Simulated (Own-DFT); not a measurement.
# One host, several defects: C11b WSi2

Calculated, not measured: single-point runs of Own-DFT, a retired in-house plane-wave DFT program that no person has reviewed, on unrelaxed cells, without spin or spin-orbit coupling.

Settings: PBEsol; PseudoDojo norm-conserving scalar-relativistic files, made for PBE; cutoff 50 hartree; 5 x 5 x 5 k mesh centred on Gamma; cold (Marzari-Vanderbilt) smearing of 0.2 eV.

Limits: forces on such cells failed a check on a denser k mesh; stress not checked against mesh or cutoff.

All runs share one cell, with vectors in Å (-2.148, -5.953, 3.409); (-6.444, 2.976, 1.136); (-2.553, -2.948, -6.757) and a volume of 403.2 Å³. Atoms were moved at random from their sites; u is the rms move along one axis. The defect's site can differ from row to row.

```
cell,formula,u (Å),P (GPa)
no defect,Si20W10,0.0171,0.30
no defect,Si20W10,0.0203,0.26
no defect,Si20W10,0.0502,1.94
one Si vacancy,Si19W10,0.0304,-0.94
one Si vacancy,Si19W10,0.0527,1.01
one Si vacancy,Si19W10,0.0539,0.77
one W on a Si site,Si19W11,0.0298,5.58
one W on a Si site,Si19W11,0.0334,5.47
one W on a Si site,Si19W11,0.0516,6.47
one W on a Si site,Si19W11,0.0527,?
```

## What the rows give

P = P0 + c u² + a shift for each defect gives P0 = 0.01 GPa, c = 769 ± 84 GPa/Å² and a scatter of 0.23 GPa. The shifts, and each times the cell's volume:

- one W on a Si site: 4.63 ± 0.19 GPa, 11.7 eV
- one Si vacancy: -1.42 ± 0.21 GPa, -3.6 eV

A positive shift means that the defect pushes the cell outwards. Shift times volume (160.2 GPa Å³ is 1 eV) depends little on the cell's size, so, taken for each site, it can be compared between cells at like pressure. The atoms around the defects weren't relaxed, which would change these numbers.

## Withheld run

The question: what pressure belongs in the blank (one W on a Si site, u = 0.0527 Å)?

From the fit: 6.78 ± 0.28 GPa. The hidden result is 7.30 GPa.
